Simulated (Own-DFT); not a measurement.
# Strain and stress in diamond silicon, 64 atoms (Si64)

These are calculations, not measurements. They come from Own-DFT, an in-house plane-wave density functional program, since retired, whose code no person has reviewed. Each row is one single-point run on a periodic cell that was not relaxed, without spin or spin-orbit coupling.

Settings of every run: PBE; PseudoDojo norm-conserving scalar-relativistic files; cutoff 20 hartree; 3 x 3 x 3 k mesh centred on Gamma; Fermi-Dirac smearing of 0.1 eV.

Known limits: k mesh not checked against a denser one; stress not checked against mesh or cutoff.

Unstrained cell vectors in Å: (10.862, 0.000, 0.000); (0.000, 10.862, 0.000); (0.000, 0.000, 10.862). The unstrained cell has measured lattice constants (interpolated for alloys), not those of this functional. That, the random moves and any unrelaxed bonds set the pressure at no strain. Each run strains this cell uniformly, with the atoms carried along. Every atom was also moved at random, by a Gaussian of width 0.05 Å on each axis. Strain is the symmetric tensor, in per cent. Stress is positive in tension, and the pressure is minus a third of its trace.

```
run,e_xx (%),e_yy (%),e_zz (%),e_yz (%),e_xz (%),e_xy (%),s_xx (GPa),s_yy (GPa),s_zz (GPa),s_yz (GPa),s_xz (GPa),s_xy (GPa),P (GPa),E (meV/atom)
1,1.07,-1.39,1.64,-1.29,-1.03,-0.50,-0.71,-2.87,-0.15,-2.54,-1.56,-1.20,1.24,0.0
2,-0.06,0.29,1.90,1.88,-1.49,-0.66,-1.66,-1.34,0.10,4.06,-3.36,-0.83,0.97,21.7
3,-1.13,-1.41,-0.70,-0.50,-0.32,0.71,-6.20,-6.41,-5.91,-1.74,-0.61,1.76,6.17,34.9
4,0.25,1.19,0.77,1.97,-0.66,0.03,-1.10,-0.28,-0.62,4.07,-2.03,0.45,0.67,10.7
5,0.46,1.69,-0.47,1.73,-0.58,-1.37,-1.06,0.03,-2.00,2.84,-1.70,-2.90,1.01,2.4
6,1.71,1.96,-0.51,-1.21,1.80,0.57,0.51,0.84,-1.39,-2.82,4.14,1.42,0.01,14.6
7,-1.10,0.31,-0.93,1.12,-1.57,1.93,-5.24,-3.79,-5.07,3.44,-4.41,4.55,4.70,35.2
8,1.24,-0.82,0.74,1.71,-0.98,-1.51,-1.06,-2.87,-1.65,3.52,-2.24,-3.11,1.86,21.9
9,-0.94,1.93,0.04,0.86,-0.01,-1.40,-2.82,-0.30,-2.13,2.43,0.39,-2.59,1.75,15.8
10,0.05,-0.61,-0.53,1.70,1.53,-0.20,-3.47,-4.04,-4.15,3.62,3.15,-1.22,3.89,21.0
11,0.30,-0.75,1.93,-0.15,0.47,-0.76,-1.33,-2.37,0.21,-0.72,1.17,-1.55,1.16,2.7
12,-1.72,1.76,1.34,1.16,0.29,-1.54,-3.55,-0.48,-0.69,2.87,1.77,-3.83,1.57,20.5
13,0.93,0.55,0.84,-0.69,-1.35,1.70,-0.40,-0.73,-0.46,-0.85,-2.71,3.03,0.53,4.5
14,-1.58,1.81,0.87,2.00,-0.50,1.74,-3.47,-0.49,-1.46,4.44,-1.71,3.19,1.81,24.0
15,0.95,0.67,-1.91,-0.90,0.19,-0.40,-1.86,-2.02,-4.23,-1.43,1.10,-0.83,2.70,1.7
16,-1.69,0.18,-0.34,-1.46,-0.44,0.53,?,?,?,?,?,?,?,?
```

E is the free energy for each atom above the lowest run shown.

## Worked fit

Each stress component was fitted by least squares to a constant and the strains of the runs shown, as fractions, with shears doubled. Shear strains stay in the fit of a normal stress only where such slopes are resolved. The slopes, in GPa:

```
stress  at no strain  per e_xx  per e_yy  per e_zz  scatter
  s_xx          -2.8   160 ± 6    67 ± 5    68 ± 5     0.22
  s_yy          -2.8    72 ± 5   155 ± 4    64 ± 5     0.19
  s_zz          -2.8    74 ± 6    68 ± 6   158 ± 6     0.26
```

Each shear stress against twice its own strain: yz 101 ± 8, xz 111 ± 5, xy 102 ± 6 GPa. These are stiffnesses along x, y and z of the frame in which the cell vectors are given, which need not be the crystal's axes. The atoms are held to the strained lattice; where symmetry lets them move under strain, relaxing them would lower some slopes. The table should be nearly symmetric about its diagonal, and what it lacks of that shows the noise. A ninth of its sum, 99 ± 3 GPa, estimates the bulk modulus near the mean pressure of these runs, 2.0 GPa, so it lies above the value at zero pressure.

## Withheld run

Question: what normal stresses and pressure should run 16 give?

The fit gives s_xx = -5.6, s_yy = -3.9, s_zz = -4.5 and P = 4.7 GPa. The calculation gave -5.38, -3.77, -4.37 and P = 4.51 GPa.
